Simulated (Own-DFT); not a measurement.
## Calculated data, GaP (zincblende, atoms displaced)

All values are calculated (Own-DFT development build). A calculation, not a measurement: plane-wave PBE density functional theory by an unreviewed code, no spin, of a simulated periodic cell, stress positive in tension, free energy of the whole cell less one offset for each atom, forces on such cells passed a denser k mesh, this cell's mesh not checked; offsets are fitted by least squares, one for each functional and potential file, so energies compare only between cells with the same atoms and settings and are not formation energies; the far tail of each file's local potential was reset to the Coulomb form; each entry is a single point on an unrelaxed cell, so the pressure reflects the starting lattice, mostly measured values (interpolated for alloys), from which strain is counted, and rises with the displacements; printed positions are rounded, which can move forces by about a meV/angstrom; the program, named Own-DFT, is a retired in-house code; no spin-orbit coupling.

Settings shared by all entries: functional PBE; potential files PseudoDojo norm-conserving, scalar-relativistic, standard set; wave cutoff 42 hartree; occupations Fermi-Dirac; smearing width 0.1 eV; hardware one NVIDIA H200; k mesh 2 x 3 x 3 centred on Gamma.

```json
{"entry": 1, "formula": "GaP", "kind": "zincblende, atoms displaced", "structure": {"cell_angstrom": [[16.3515, 0.0, 0.0], [0.0, 10.901, 0.0], [0.0, 0.0, 10.901]], "atoms_fractional": [["Ga", 0.00367, 0.00294, 0.00504], ["Ga", 0.00093, 0.25362, 0.24781], ["Ga", 0.1691, 0.99682, 0.2516], ["Ga", 0.17121, 0.24067, 0.98459], ["P", 0.08069, 0.12587, 0.11548], ["P", 0.08169, 0.36614, 0.37961], ["P", 0.25121, 0.12686, 0.37457], ["P", 0.25148, 0.38019, 0.12081], ["Ga", 0.99785, 0.00294, 0.49943], ["Ga", 0.99638, 0.24949, 0.7489], ["Ga", 0.16893, 0.00224, 0.74235], ["Ga", 0.16292, 0.25005, 0.49573], ["P", 0.08279, 0.12481, 0.62795], ["P", 0.08843, 0.36748, 0.87249], ["P", 0.24987, 0.12501, 0.87719], ["P", 0.25168, 0.376, 0.62496], ["Ga", 0.99858, 0.49087, 0.99842], ["Ga", 0.00152, 0.74798, 0.25158], ["Ga", 0.16956, 0.50078, 0.25052], ["Ga", 0.17285, 0.75149, 0.99917], ["P", 0.08307, 0.6256, 0.12769], ["P", 0.08068, 0.87493, 0.37288], ["P", 0.24373, 0.62444, 0.37821], ["P", 0.24761, 0.87553, 0.1312], ["Ga", 0.0055, 0.49736, 0.50006], ["Ga", 0.99976, 0.74754, 0.73883], ["Ga", 0.16402, 0.49569, 0.7449], ["Ga", 0.16742, 0.75117, 0.49218], ["P", 0.08289, 0.62179, 0.62509], ["P", 0.08229, 0.86927, 0.87118], ["P", 0.25154, 0.62639, 0.87464], ["P", 0.25115, 0.87616, 0.63075], ["Ga", 0.33604, 0.99606, 0.99918], ["Ga", 0.33604, 0.25601, 0.25348], ["Ga", 0.5, 0.00674, 0.25422], ["Ga", 0.50113, 0.2494, 0.00282], ["P", 0.41662, 0.12259, 0.12664], ["P", 0.42175, 0.37172, 0.38284], ["P", 0.57886, 0.12558, 0.37628], ["P", 0.58633, 0.36708, 0.13095], ["Ga", 0.33249, 0.00161, 0.50949], ["Ga", 0.33099, 0.24919, 0.74974], ["Ga", 0.50024, 0.9927, 0.74869], ["Ga", 0.50196, 0.24986, 0.49389], ["P", 0.41636, 0.12899, 0.62487], ["P", 0.41539, 0.37416, 0.87458], ["P", 0.58753, 0.11851, 0.87816], ["P", 0.58341, 0.37342, 0.62444], ["Ga", 0.3335, 0.49886, 0.99823], ["Ga", 0.33772, 0.74801, 0.24938], ["Ga", 0.50349, 0.49997, 0.25083], ["Ga", 0.50028, 0.74979, 0.00069], ["P", 0.41616, 0.62132, 0.12189], ["P", 0.41668, 0.8767, 0.37405], ["P", 0.58224, 0.62623, 0.37104], ["P", 0.57816, 0.87658, 0.1233], ["Ga", 0.33179, 0.50019, 0.49478], ["Ga", 0.33436, 0.7419, 0.74291], ["Ga", 0.50337, 0.49797, 0.75], ["Ga", 0.50234, 0.74636, 0.5043], ["P", 0.41323, 0.62186, 0.62544], ["P", 0.41602, 0.88208, 0.87453], ["P", 0.58517, 0.63151, 0.88016], ["P", 0.58496, 0.865, 0.62209], ["Ga", 0.66456, 0.99864, 0.00414], ["Ga", 0.66676, 0.25677, 0.247], ["Ga", 0.8274, 0.99631, 0.2521], ["Ga", 0.83753, 0.25651, 0.00061], ["P", 0.75166, 0.12552, 0.12371], ["P", 0.75212, 0.37372, 0.37512], ["P", 0.91706, 0.11899, 0.37428], ["P", 0.92148, 0.37701, 0.11806], ["Ga", 0.66525, 0.99369, 0.49399], ["Ga", 0.67034, 0.24437, 0.74759], ["Ga", 0.83246, 0.9998, 0.74385], ["Ga", 0.83377, 0.26021, 0.50043], ["P", 0.7502, 0.11465, 0.61524], ["P", 0.75215, 0.37802, 0.87526], ["P", 0.91448, 0.12572, 0.87107], ["P", 0.91852, 0.37066, 0.6322], ["Ga", 0.66998, 0.50498, 0.99598], ["Ga", 0.66568, 0.76052, 0.24703], ["Ga", 0.84041, 0.49319, 0.25465], ["Ga", 0.83477, 0.74497, 0.9992], ["P", 0.7571, 0.62749, 0.12487], ["P", 0.75002, 0.87868, 0.37984], ["P", 0.91866, 0.62748, 0.37161], ["P", 0.92239, 0.87618, 0.12643], ["Ga", 0.66589, 0.50316, 0.4994], ["Ga", 0.66294, 0.74565, 0.74841], ["Ga", 0.83943, 0.49827, 0.7566], ["Ga", 0.83031, 0.75063, 0.49775], ["P", 0.7497, 0.6289, 0.62019], ["P", 0.75273, 0.87504, 0.86689], ["P", 0.91652, 0.62713, 0.87016], ["P", 0.91574, 0.87706, 0.62576]]}, "results": {"free_energy_of_cell_above_offsets [eV]": "-50.424", "pressure [GPa]": 3.21, "stress_xx [GPa]": -3.21, "stress_yy [GPa]": -3.23, "stress_zz [GPa]": -3.19, "stress_yz [GPa]": -0.22, "stress_xz [GPa]": -0.01, "stress_xy [GPa]": 0.42, "force_element": ["Ga", "Ga", "Ga", "Ga", "P", "P", "P", "P", "Ga", "Ga", "Ga", "Ga", "P", "P", "P", "P", "Ga", "Ga", "Ga", "Ga", "P", "P", "P", "P", "Ga", "Ga", "Ga", "Ga", "P", "P", "P", "P", "Ga", "Ga", "Ga", "Ga", "P", "P", "P", "P", "Ga", "Ga", "Ga", "Ga", "P", "P", "P", "P", "Ga", "Ga", "Ga", "Ga", "P", "P", "P", "P", "Ga", "Ga", "Ga", "Ga", "P", "P", "P", "P", "Ga", "Ga", "Ga", "Ga", "P", "P", "P", "P", "Ga", "Ga", "Ga", "Ga", "P", "P", "P", "P", "Ga", "Ga", "Ga", "Ga", "P", "P", "P", "P", "Ga", "Ga", "Ga", "Ga", "P", "P", "P", "P"], "force_x [eV/angstrom]": [-0.919, -0.246, -0.874, -1.043, 1.646, 0.218, -0.113, -0.333, 0.487, 0.988, -0.671, 0.972, -0.136, -1.021, 1.395, -0.488, 1.405, -0.004, -0.939, -1.024, 0.288, 0.382, 1.714, 1.185, -1.051, -0.092, 0.591, -0.649, 0.587, 0.387, -0.197, -0.11, -0.811, -0.194, -0.485, -0.082, -0.178, -0.855, 1.637, -0.749, 0.143, 0.279, 0.437, -0.074, 0.576, 0.575, -0.811, 0.484, 0.044, -0.677, -0.484, -0.753, 0.439, 0.133, 0.582, 0.444, 0.048, -0.244, -0.454, -0.979, 1.146, 0.104, -0.508, -0.274, 0.965, 0.933, 1.161, -0.536, -0.226, -0.491, -0.535, -0.829, -0.761, 0.003, 0.102, 0.356, -0.059, -0.273, 0.166, -0.28, 0.013, 0.344, -0.45, 0.443, -1.01, -0.276, -0.093, -1.164, 0.113, 1.183, -0.932, 0.818, 0.157, -0.683, 0.949, 0.095], "force_y [eV/angstrom]": [-0.889, -0.984, 0.91, 1.26, 0.778, 1.242, -0.09, -1.034, -0.369, -0.601, -0.262, -0.669, 0.151, 0.536, -1.518, -0.254, 1.53, 0.214, -0.491, -0.096, -0.454, 0.312, -0.085, -0.35, 0.075, 0.256, 0.347, 0.665, 0.427, 0.565, -0.552, -0.721, 0.483, -0.204, -0.742, -0.355, 0.517, 1.177, -0.009, 1.825, -0.072, 0.052, 0.839, -0.255, -0.247, -0.108, 0.732, -0.162, 0.248, 0.007, -0.367, 0.277, 0.011, -0.121, 0.261, 0.313, -0.157, 1.014, 0.264, -0.125, -0.426, -1.722, -0.912, 1.098, -0.432, -1.614, 0.321, -0.768, 0.252, 0.587, 1.227, -0.629, 0.615, -0.072, 0.199, -1.491, 1.216, -0.425, -0.348, 1.1, -0.294, -0.741, 0.538, 1.203, -0.54, -0.825, -0.476, -0.198, -0.134, 0.345, 0.222, -0.002, -0.914, -0.357, -0.157, -0.389], "force_z [eV/angstrom]": [-1.529, -0.09, 0.037, 2.198, 1.359, -1.169, 0.189, 0.344, 0.331, 0.667, 1.161, 0.986, -0.577, -0.139, -1.285, -0.505, -0.986, -0.482, -0.27, 0.061, -0.688, 0.428, -0.712, -0.734, 0.043, 0.805, 0.555, 1.254, -0.582, 0.076, -0.391, -0.927, 0.723, -0.442, -0.46, -0.372, -0.092, -1.163, -0.276, -1.471, -0.864, 0.112, -0.314, 1.534, 0.248, 0.038, -0.711, -0.058, -0.315, 0.223, -0.243, -0.136, 0.268, 0.744, 0.188, 0.526, 0.309, 1.124, 0.34, -0.719, -0.556, -0.344, -0.46, 0.232, -0.314, 0.971, -0.559, -0.332, 0.111, -0.144, -0.404, 1.429, 0.536, 0.067, 0.442, 0.129, 0.198, -0.235, 0.536, -1.154, 0.888, -0.007, -0.571, -0.308, 0.798, -0.893, 0.98, -0.02, -0.158, 0.159, -0.89, 0.146, 0.804, 0.945, 0.547, -0.742], "wall_time [s]": 957.9}}
{"entry": 2, "formula": "GaP", "kind": "zincblende, atoms displaced", "structure": {"cell_angstrom": [[16.3515, 0.0, 0.0], [0.0, 10.901, 0.0], [0.0, 0.0, 10.901]], "atoms_fractional": [["Ga", 0.9967, 0.99706, 0.9995], ["Ga", 0.00013, 0.25287, 0.25307], ["Ga", 0.16852, 0.00417, 0.25422], ["Ga", 0.16538, 0.24739, 0.00072], ["P", 0.07742, 0.12763, 0.12505], ["P", 0.08536, 0.37597, 0.38273], ["P", 0.24641, 0.12812, 0.37007], ["P", 0.25241, 0.3783, 0.12787], ["Ga", 0.99853, 0.00272, 0.49379], ["Ga", 0.00058, 0.25839, 0.75544], ["Ga", 0.17478, 0.99516, 0.7518], ["Ga", 0.162, 0.24847, 0.50653], ["P", 0.08224, 0.12911, 0.632], ["P", 0.07878, 0.37436, 0.87071], ["P", 0.25139, 0.11953, 0.86904], ["P", 0.25295, 0.37951, 0.62659], ["Ga", 0.00316, 0.49761, 0.00272], ["Ga", 0.99908, 0.75245, 0.24456], ["Ga", 0.16632, 0.49999, 0.25433], ["Ga", 0.16743, 0.75223, 0.00063], ["P", 0.08495, 0.62389, 0.12815], ["P", 0.07862, 0.87597, 0.38982], ["P", 0.24929, 0.62885, 0.3725], ["P", 0.25436, 0.87734, 0.13046], ["Ga", 0.99609, 0.49523, 0.49342], ["Ga", 0.99917, 0.74819, 0.75335], ["Ga", 0.16942, 0.51476, 0.75183], ["Ga", 0.16079, 0.74959, 0.50494], ["P", 0.08591, 0.62741, 0.62711], ["P", 0.08438, 0.86825, 0.87069], ["P", 0.24967, 0.6281, 0.87297], ["P", 0.24214, 0.86935, 0.61711], ["Ga", 0.32851, 0.00138, 0.00078], ["Ga", 0.33802, 0.24896, 0.25017], ["Ga", 0.50425, 0.99812, 0.25273], ["Ga", 0.49575, 0.2442, 0.99903], ["P", 0.41835, 0.12059, 0.13037], ["P", 0.41399, 0.3639, 0.362], ["P", 0.58371, 0.12225, 0.37752], ["P", 0.58055, 0.3833, 0.11974], ["Ga", 0.32936, 0.99727, 0.49305], ["Ga", 0.33319, 0.23987, 0.74127], ["Ga", 0.49593, 0.99782, 0.74653], ["Ga", 0.50085, 0.25058, 0.50327], ["P", 0.42071, 0.12922, 0.62072], ["P", 0.41409, 0.37074, 0.87356], ["P", 0.5813, 0.12524, 0.87886], ["P", 0.5837, 0.37774, 0.61942], ["Ga", 0.33443, 0.50316, 0.99803], ["Ga", 0.33345, 0.74537, 0.24869], ["Ga", 0.49814, 0.49908, 0.2518], ["Ga", 0.49981, 0.74734, 0.99595], ["P", 0.41626, 0.62647, 0.12696], ["P", 0.41802, 0.87606, 0.38064], ["P", 0.5811, 0.62498, 0.37378], ["P", 0.58458, 0.87288, 0.12212], ["Ga", 0.33422, 0.50628, 0.49753], ["Ga", 0.33387, 0.74866, 0.74971], ["Ga", 0.49756, 0.50194, 0.75577], ["Ga", 0.49761, 0.75166, 0.49173], ["P", 0.41781, 0.62314, 0.62543], ["P", 0.4116, 0.87385, 0.8728], ["P", 0.58263, 0.62547, 0.87871], ["P", 0.58185, 0.87092, 0.62902], ["Ga", 0.6641, 0.99495, 0.99994], ["Ga", 0.66681, 0.25685, 0.24822], ["Ga", 0.83564, 0.00425, 0.25049], ["Ga", 0.82693, 0.2464, 0.99916], ["P", 0.7534, 0.12674, 0.13262], ["P", 0.75208, 0.37367, 0.38006], ["P", 0.91851, 0.1212, 0.37789], ["P", 0.91267, 0.37176, 0.12072], ["Ga", 0.66338, 0.99569, 0.49867], ["Ga", 0.66728, 0.24445, 0.74789], ["Ga", 0.83056, 0.00266, 0.74532], ["Ga", 0.83568, 0.24815, 0.50829], ["P", 0.75326, 0.1299, 0.62836], ["P", 0.74872, 0.37559, 0.86134], ["P", 0.91954, 0.12733, 0.87383], ["P", 0.91138, 0.37969, 0.62415], ["Ga", 0.66493, 0.49287, 0.99904], ["Ga", 0.66595, 0.74559, 0.25512], ["Ga", 0.83279, 0.49637, 0.249], ["Ga", 0.82828, 0.75101, 0.99971], ["P", 0.7441, 0.62308, 0.12385], ["P", 0.74766, 0.88114, 0.37482], ["P", 0.912, 0.62449, 0.38463], ["P", 0.92051, 0.87793, 0.12514], ["Ga", 0.66704, 0.50119, 0.49888], ["Ga", 0.66947, 0.75271, 0.75031], ["Ga", 0.83458, 0.50313, 0.74989], ["Ga", 0.83475, 0.74567, 0.501], ["P", 0.74785, 0.63335, 0.62949], ["P", 0.74788, 0.87793, 0.87159], ["P", 0.9191, 0.62681, 0.87609], ["P", 0.91458, 0.86976, 0.62931]]}, "results": {"free_energy_of_cell_above_offsets [eV]": "-50.461", "pressure [GPa]": 3.19, "stress_xx [GPa]": -3.18, "stress_yy [GPa]": -3.27, "stress_zz [GPa]": -3.13, "stress_yz [GPa]": -0.14, "stress_xz [GPa]": 0.17, "stress_xy [GPa]": -0.02, "force_element": ["Ga", "Ga", "Ga", "Ga", "P", "P", "P", "P", "Ga", "Ga", "Ga", "Ga", "P", "P", "P", "P", "Ga", "Ga", "Ga", "Ga", "P", "P", "P", "P", "Ga", "Ga", "Ga", "Ga", "P", "P", "P", "P", "Ga", "Ga", "Ga", "Ga", "P", "P", "P", "P", "Ga", "Ga", "Ga", "Ga", "P", "P", "P", "P", "Ga", "Ga", "Ga", "Ga", "P", "P", "P", "P", "Ga", "Ga", "Ga", "Ga", "P", "P", "P", "P", "Ga", "Ga", "Ga", "Ga", "P", "P", "P", "P", "Ga", "Ga", "Ga", "Ga", "P", "P", "P", "P", "Ga", "Ga", "Ga", "Ga", "P", "P", "P", "P", "Ga", "Ga", "Ga", "Ga", "P", "P", "P", "P"], "force_x [eV/angstrom]": [0.913, -0.292, -1.208, 0.095, 0.869, -0.396, 0.704, -0.36, -0.101, -0.999, -1.598, 0.967, -0.16, 1.951, -0.087, -0.546, -0.581, 0.186, 0.218, 0.157, -0.041, 0.844, -0.363, -1.063, 0.454, 0.146, -0.486, 0.237, -1.457, 0.058, 0.602, 1.958, 0.937, -1.732, -0.201, 0.217, -0.293, 1.394, 0.138, -0.263, -0.072, 0.01, 0.379, 0.194, -0.978, -0.141, 0.175, -0.146, -0.167, 0.351, -0.062, -0.365, 0.285, -0.612, 0.04, -0.439, 0.029, -0.47, 0.46, 0.56, 0.062, 0.494, 0.487, -0.09, 0.538, -0.323, 0.056, 0.532, -1.188, -0.152, -0.592, 0.508, 0.309, -0.846, 0.869, -0.062, -1.052, -0.009, -0.903, 1.185, 0.502, 0.048, -0.129, 0.505, 0.789, 0.78, 0.832, -1.505, 0.216, -1.034, -0.236, -1.0, 0.375, 0.413, -0.555, 0.326], "force_y [eV/angstrom]": [0.342, 0.245, -0.748, 0.371, -0.62, -0.126, 0.62, -0.457, -0.052, -0.728, -0.125, 0.225, -0.858, 1.143, 0.931, -0.201, 0.095, -0.389, -0.158, 0.04, 0.109, -0.429, 0.016, -0.219, 0.503, 0.01, -1.731, -0.452, -0.788, 1.047, 0.307, 0.564, -0.042, -1.03, -0.277, 0.651, -0.259, 1.94, 0.799, -1.412, 0.459, 1.006, 0.089, 0.414, -1.211, -0.079, -0.386, -0.082, -0.249, 0.663, -0.015, 0.522, -0.185, 0.086, -0.311, -0.411, -0.801, 0.132, -0.452, -0.494, 0.411, 0.302, -0.153, 0.161, 0.798, -0.153, -0.595, 0.276, -0.284, -0.027, 1.188, 0.242, 0.445, 0.436, -0.257, -0.016, -0.952, -0.064, -0.273, -0.248, 0.519, 0.616, 0.387, -0.028, -0.144, -0.934, -0.221, -0.443, 0.327, -0.118, 0.644, 1.158, -1.124, 0.235, -0.402, 0.737], "force_z [eV/angstrom]": [-0.711, 0.016, -0.462, -0.169, 0.057, -0.875, 0.899, -0.423, 2.154, -1.2, -0.487, 0.171, 0.014, 0.879, 0.858, -0.193, 0.008, 1.282, -0.116, 0.352, -0.133, -2.207, 0.616, -0.204, 1.045, -0.587, -0.306, -1.073, -0.207, 0.65, 0.985, 0.712, 0.116, -1.219, -0.137, 0.328, -0.571, 2.452, -0.277, 0.573, 0.594, 0.386, 0.447, -1.068, -0.127, -0.023, -0.618, 0.95, 0.05, 0.436, -0.244, 0.393, -0.436, -1.35, 0.273, 0.553, -0.312, -0.792, -0.345, 1.332, -0.265, 0.408, -0.64, -0.517, 0.198, 0.256, 0.202, -0.724, -0.787, -0.214, -0.286, 0.35, 0.849, -0.051, 0.647, -0.934, -0.826, 1.359, 0.039, 0.332, -0.753, -0.459, 0.05, 0.114, 0.159, -0.117, -2.029, -0.051, 0.17, 0.445, 0.01, 0.427, -0.661, 0.451, 0.61, -0.478], "wall_time [s]": 917.1}}
{"entry": 3, "formula": "GaP", "kind": "zincblende, atoms displaced", "structure": {"cell_angstrom": [[16.3515, 0.0, 0.0], [0.0, 10.901, 0.0], [0.0, 0.0, 10.901]], "atoms_fractional": [["Ga", 0.00068, 0.99626, 3e-05], ["Ga", 0.99842, 0.26061, 0.2513], ["Ga", 0.16709, 0.00384, 0.24573], ["Ga", 0.16839, 0.24255, 0.0023], ["P", 0.08853, 0.12448, 0.12534], ["P", 0.08703, 0.38374, 0.382], ["P", 0.24649, 0.12587, 0.37242], ["P", 0.25111, 0.38285, 0.13039], ["Ga", 0.00091, 0.00593, 0.50242], ["Ga", 0.00276, 0.25079, 0.75399], ["Ga", 0.16671, 0.99779, 0.75129], ["Ga", 0.1687, 0.24275, 0.49706], ["P", 0.0884, 0.11926, 0.61514], ["P", 0.08085, 0.38229, 0.87414], ["P", 0.25448, 0.12942, 0.87446], ["P", 0.24641, 0.37214, 0.6288], ["Ga", 0.00301, 0.50558, 8e-05], ["Ga", 0.99593, 0.75011, 0.24686], ["Ga", 0.16301, 0.50657, 0.25266], ["Ga", 0.16605, 0.74614, 0.99584], ["P", 0.08802, 0.63239, 0.11292], ["P", 0.08213, 0.87078, 0.36941], ["P", 0.25284, 0.63175, 0.38079], ["P", 0.25582, 0.87456, 0.12793], ["Ga", 0.99724, 0.50004, 0.49945], ["Ga", 0.99897, 0.74523, 0.76187], ["Ga", 0.16955, 0.49836, 0.7545], ["Ga", 0.16266, 0.76048, 0.49569], ["P", 0.08188, 0.62457, 0.6211], ["P", 0.08651, 0.87728, 0.86645], ["P", 0.24802, 0.62867, 0.86847], ["P", 0.24578, 0.87465, 0.62351], ["Ga", 0.3321, 0.99462, 0.00173], ["Ga", 0.33713, 0.25229, 0.2451], ["Ga", 0.49498, 0.00213, 0.26048], ["Ga", 0.50259, 0.25378, 0.00943], ["P", 0.4179, 0.13372, 0.12703], ["P", 0.41778, 0.36757, 0.3819], ["P", 0.58229, 0.11956, 0.37216], ["P", 0.58181, 0.37162, 0.12898], ["Ga", 0.3311, 0.99953, 0.49953], ["Ga", 0.32666, 0.24629, 0.75191], ["Ga", 0.49847, 0.00358, 0.74673], ["Ga", 0.5005, 0.25408, 0.50445], ["P", 0.42016, 0.13116, 0.63253], ["P", 0.41936, 0.37764, 0.88136], ["P", 0.58285, 0.12001, 0.86917], ["P", 0.57422, 0.37829, 0.62197], ["Ga", 0.33358, 0.49349, 0.00895], ["Ga", 0.3369, 0.75092, 0.24136], ["Ga", 0.49992, 0.49872, 0.24998], ["Ga", 0.49955, 0.75457, 0.00167], ["P", 0.41061, 0.63308, 0.12899], ["P", 0.41956, 0.873, 0.37016], ["P", 0.58422, 0.61746, 0.37484], ["P", 0.58511, 0.87908, 0.11844], ["Ga", 0.33684, 0.50919, 0.50844], ["Ga", 0.33059, 0.73764, 0.74556], ["Ga", 0.50409, 0.50462, 0.74835], ["Ga", 0.49769, 0.74032, 0.49814], ["P", 0.41913, 0.6207, 0.62536], ["P", 0.41594, 0.87144, 0.87783], ["P", 0.58549, 0.62449, 0.87308], ["P", 0.57946, 0.8732, 0.6342], ["Ga", 0.66501, 0.9972, 0.99408], ["Ga", 0.66772, 0.24704, 0.24965], ["Ga", 0.83424, 0.00189, 0.25432], ["Ga", 0.83174, 0.25651, 0.00273], ["P", 0.75018, 0.12107, 0.12295], ["P", 0.74989, 0.38421, 0.37122], ["P", 0.91666, 0.13607, 0.38313], ["P", 0.92278, 0.37807, 0.11986], ["Ga", 0.66711, 0.99981, 0.50684], ["Ga", 0.66434, 0.25004, 0.74789], ["Ga", 0.84008, 0.99531, 0.74762], ["Ga", 0.83364, 0.25763, 0.50886], ["P", 0.75059, 0.12226, 0.62735], ["P", 0.75045, 0.37064, 0.87508], ["P", 0.91408, 0.11405, 0.87217], ["P", 0.91977, 0.36986, 0.62864], ["Ga", 0.66535, 0.50444, 0.00121], ["Ga", 0.6665, 0.74692, 0.24922], ["Ga", 0.83246, 0.50125, 0.24804], ["Ga", 0.83504, 0.74892, 0.99562], ["P", 0.75199, 0.6309, 0.12841], ["P", 0.754, 0.86993, 0.3787], ["P", 0.9227, 0.62236, 0.3759], ["P", 0.92126, 0.86762, 0.12291], ["Ga", 0.67057, 0.49947, 0.5023], ["Ga", 0.67158, 0.75742, 0.75383], ["Ga", 0.83734, 0.50228, 0.75259], ["Ga", 0.8352, 0.74766, 0.50745], ["P", 0.75202, 0.61843, 0.62399], ["P", 0.74889, 0.87844, 0.87438], ["P", 0.91965, 0.63102, 0.88128], ["P", 0.9163, 0.87369, 0.62486]]}, "results": {"free_energy_of_cell_above_offsets [eV]": "-49.373", "pressure [GPa]": 3.39, "stress_xx [GPa]": -3.41, "stress_yy [GPa]": -3.33, "stress_zz [GPa]": -3.44, "stress_yz [GPa]": 0.24, "stress_xz [GPa]": 0.03, "stress_xy [GPa]": -0.39, "force_element": ["Ga", "Ga", "Ga", "Ga", "P", "P", "P", "P", "Ga", "Ga", "Ga", "Ga", "P", "P", "P", "P", "Ga", "Ga", "Ga", "Ga", "P", "P", "P", "P", "Ga", "Ga", "Ga", "Ga", "P", "P", "P", "P", "Ga", "Ga", "Ga", "Ga", "P", "P", "P", "P", "Ga", "Ga", "Ga", "Ga", "P", "P", "P", "P", "Ga", "Ga", "Ga", "Ga", "P", "P", "P", "P", "Ga", "Ga", "Ga", "Ga", "P", "P", "P", "P", "Ga", "Ga", "Ga", "Ga", "P", "P", "P", "P", "Ga", "Ga", "Ga", "Ga", "P", "P", "P", "P", "Ga", "Ga", "Ga", "Ga", "P", "P", "P", "P", "Ga", "Ga", "Ga", "Ga", "P", "P", "P", "P"], "force_x [eV/angstrom]": [0.497, 1.004, 0.219, 0.209, -1.66, -0.47, 1.342, -0.97, -0.359, 0.09, 0.718, -0.134, -0.413, 0.734, -1.244, 0.612, 0.047, 1.235, 0.803, 1.142, -1.133, -0.549, -0.239, -1.647, 0.613, 0.833, -0.842, 0.277, 0.169, -0.614, 0.483, 0.943, 0.742, -0.848, 0.737, -0.122, -0.082, -0.611, 0.595, 1.0, 0.476, 1.676, -0.338, -0.061, -1.217, -0.257, -0.103, 2.409, 0.218, -1.052, -0.75, 0.155, 2.108, -0.984, 0.143, -0.535, -1.018, 0.51, -0.699, 0.72, 0.133, -0.323, -0.075, 0.443, 0.169, 0.005, 0.406, 0.514, 0.088, 0.133, 0.013, -1.071, -0.296, -0.122, -1.414, -0.826, 0.206, -0.336, 0.879, -0.069, 0.377, -0.276, 0.89, -0.704, -0.049, -0.639, -1.412, -1.248, -0.977, -0.633, -0.029, 0.129, 0.002, 1.323, -0.751, 1.033], "force_y [eV/angstrom]": [0.203, -0.595, -1.067, 1.414, 0.245, -0.892, -0.132, -1.025, -0.938, -1.003, 0.869, 1.137, 0.692, -0.967, -1.571, 0.229, -0.046, -0.66, 0.427, 1.643, -0.843, 1.249, 0.018, 0.052, -0.297, 0.685, 0.28, -1.101, 0.171, -0.417, -1.089, -0.092, 0.82, 0.284, 0.222, -0.604, -1.577, 1.245, 0.791, 0.881, 0.194, 1.313, -0.727, -1.348, -0.303, -0.184, 0.901, 0.082, 1.105, 0.627, -0.075, -0.628, -1.832, -0.475, 0.603, -0.269, -1.631, 1.47, -0.327, 0.874, 0.701, 0.233, 0.718, -0.405, 0.665, -0.039, -0.16, -0.997, 0.232, -1.387, -0.525, 0.28, -0.539, 0.044, -0.036, -0.264, 0.493, 0.988, 1.619, 0.922, -0.566, 0.733, 0.277, 0.664, -0.57, 0.262, 0.287, 1.228, -0.287, -0.999, -0.449, -0.329, 0.838, -0.062, -1.246, -0.331], "force_z [eV/angstrom]": [-0.169, 0.485, 0.489, -0.322, -0.037, -0.488, -0.474, 0.179, -0.764, -0.246, -0.449, 0.108, 1.656, 0.466, 0.812, -0.619, -0.02, 0.24, -0.022, -0.642, 1.905, -0.36, -0.524, -0.451, 0.689, -1.834, -0.797, 0.416, 0.701, 1.357, 1.28, 0.239, -0.193, 0.912, -1.664, -1.421, -0.363, -0.536, 1.107, 0.029, 0.112, -0.435, 0.808, -0.779, -0.944, -0.638, 0.888, 0.4, -1.086, 2.126, 0.175, -0.06, -1.281, 1.157, 0.07, 1.338, -0.967, -0.18, 0.963, -0.106, 0.698, -1.003, 0.26, -1.174, 0.139, 0.226, -0.07, -0.148, 0.052, 0.429, -0.764, 0.199, -0.504, -0.195, -0.177, -0.6, 0.085, -0.164, 0.964, 0.218, 0.244, 0.32, -0.089, 0.544, -0.798, -0.025, -0.386, -0.093, -0.075, -0.592, 0.169, -0.798, 0.807, 0.144, -0.183, 0.1], "wall_time [s]": 934.2}}
```
